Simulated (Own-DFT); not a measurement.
## Calculated data, InAs (zincblende, strongly disordered by large displacements)

A calculation, not a measurement: plane-wave PBE density functional theory by an unreviewed code, no spin, of a simulated periodic cell, stress positive in tension, free energy of the whole cell less one offset for each atom, forces on such cells passed a denser k mesh, this cell's mesh not checked; broken bonds can close the gap or carry spin, so checks made on this kind of crystal may not hold here; offsets are fitted by least squares, one for each functional and potential file, so energies compare only between cells with the same atoms and settings and are not formation energies; the far tail of each file's local potential was reset to the Coulomb form; each entry is a single point on an unrelaxed cell, so the pressure reflects the starting lattice, mostly measured values (interpolated for alloys), from which strain is counted, and rises with the displacements; printed positions are rounded, which can move forces by about a meV/angstrom; the program, named Own-DFT, is a retired in-house code; no spin-orbit coupling. Program: Own-DFT development build.

```xyz
64
Lattice="12.1166 0.0000 0.0000 0.0000 12.1166 0.0000 0.0000 0.0000 12.1166" Properties=species:S:1:pos:R:3:force_x:R:1:force_y:R:1:force_z:R:1 formula=InAs functional=PBE potential_files=PseudoDojo_norm-conserving,scalar-relativistic,standard_set wave_cutoff=42 occupations=Fermi-Dirac smearing_width=0.1 hardware=one_NVIDIA_H200 k_mesh=3_x_3_x_3_centred_on_Gamma free_energy_of_cell_above_offsets=8.395 pressure=10.99 stress_xx=-12.51 stress_yy=-9.66 stress_zz=-10.79 stress_yz=-2.61 stress_xz=0.67 stress_xy=-2.93 wall_time=1343
In     0.1763     0.2364    12.0555     -1.817     -4.113     -1.448
In     0.0807     3.1644     3.2218     -4.144     -3.895      -3.61
In     3.2476     0.0695     3.3012     -4.501      -4.75     -5.144
In     3.0021     2.8369    12.0352     -0.045      1.555     -0.365
As     1.6960     1.2096     1.2302      2.288      2.181      4.815
As     1.6692     4.2777     4.1954      2.457      1.347       5.77
As     4.3678     1.4698     4.3889      5.727      6.458      5.914
As     4.2469     4.3809     1.6387      1.962     -0.185     -0.854
In     0.0386     0.1755     5.9827      1.001     -1.414      0.558
In    11.8597     2.8538     9.1386      0.479      1.104      -0.62
In     3.0589    12.0379     9.4090      0.991       1.74      -5.01
In     3.1623     3.2248     6.1521     -1.374     -1.813     -1.023
As     1.4047     1.7378     7.5797      1.431     -0.978      0.226
As     1.3057     4.4447    10.5183      3.397     -3.316     -3.199
As     4.5093     1.4766    10.4914      2.739      1.386      0.356
As     4.4909     4.7228     7.6118      0.277     -8.412      1.007
In     0.3587     5.7758    12.0198     -2.652      4.405      4.205
In     0.0252     9.6241     2.6768       4.86      -4.72      2.872
In     2.8672     5.9033     3.1213      2.093      3.964     -1.399
In     3.0462     8.8905     0.0439      1.595      3.313     -0.815
As     1.7643     7.7880     1.5210     -4.156      -2.99      3.067
As     1.6670    10.6088     4.3260     -1.133     -0.279      2.073
As     4.6859     7.4294     4.5625     -0.982     -1.402      0.315
As     4.3993    10.6260     1.6539      0.876      0.242     -1.744
In     0.0525     5.9100     5.9200      2.277     -0.565      1.811
In     0.0283     9.2360     9.2340     -0.665     -0.251     -0.133
In     3.3258     5.7770     9.0211     -5.738       5.65       6.67
In     3.1475     8.9991     5.9396     -1.294     -0.827       0.24
As     1.5221     7.5612     7.8575      0.635     -0.569     -1.601
As     1.9341    10.5315    10.6271     -4.286     -2.201      2.151
As     4.4267     7.4966    10.8912      3.216     -2.211     -2.744
As     4.4305    10.6381     7.3527      0.526      1.138      1.858
In     6.2142     0.0405    12.0675     -0.798      -0.77       0.12
In     6.0855     3.2121     3.3241     -8.151     -6.314     -5.822
In     9.2346    11.9114     2.7833      -5.49      4.857      5.794
In     9.1430     3.0086     0.1717      0.175     -0.378      0.213
As     7.5394     1.4139     1.6824       0.04      0.816     -0.163
As     7.5463     4.3166     4.2607      3.236      2.929      9.324
As    10.7007     1.6077     4.5860     -0.332     -0.981     -2.122
As    10.6080     4.6985     1.8281       6.22     -3.148     -6.471
In     6.1197     0.2390     6.3146     -0.259     -0.803     -1.178
In     6.3779     3.0163     9.0905     -6.142     -4.215     -4.164
In     9.3647     0.1693     9.3483     -6.425     -5.043     -5.587
In     9.0981     2.7544     6.0002      4.361      5.808     -4.596
As     7.9094     1.7676     7.4364     -4.932      -4.77      6.232
As     7.7231     4.1275    10.2965       4.35      4.694       6.34
As    10.6981     1.2250    10.5756      3.358      5.195      5.268
As    10.8042     4.7487     7.8031     -0.881     -1.102      -1.11
In     6.2288     5.9077     0.2540     -0.858     -0.137     -0.386
In     5.7869     8.9030     2.8492      1.468      0.337      0.453
In     9.0632     5.4150     3.0953     -1.938      6.186       2.27
In     8.8837     8.8737    11.9096     -0.207     -0.029      2.666
As     7.7545     7.4090     1.8783     -0.209      0.506     -1.075
As     7.3457    10.2907     4.9368     -0.389      1.087     -1.798
As    10.6392     7.0008     4.5153     -1.606      3.165     -1.417
As    10.5287    10.6565     1.6822      0.115     -1.952     -8.674
In     5.8025     5.6425     6.2581       6.95      5.604     -6.435
In     6.3136     9.2353     8.7526     -3.153      0.981      1.469
In     9.0771     5.9676     9.2347     -0.535      1.525     -1.292
In     9.3777     9.4264     6.1213     -3.038     -5.912     -4.728
As     7.5375     7.8067     7.4009      1.979     -3.762     -1.456
As     7.6473    10.4528    10.5041     -0.455      2.326     -0.045
As    10.4716     7.4259    10.8286      2.526      -0.52     -0.774
As    10.3970    10.7424     7.4741      4.979      4.227       4.94
```

Units: wave_cutoff in hartree; smearing_width, free_energy_of_cell_above_offsets in eV; pressure, stress_xx, stress_yy, stress_zz, stress_yz, stress_xz, stress_xy in GPa; wall_time in s; force_x, force_y, force_z in eV/Å.
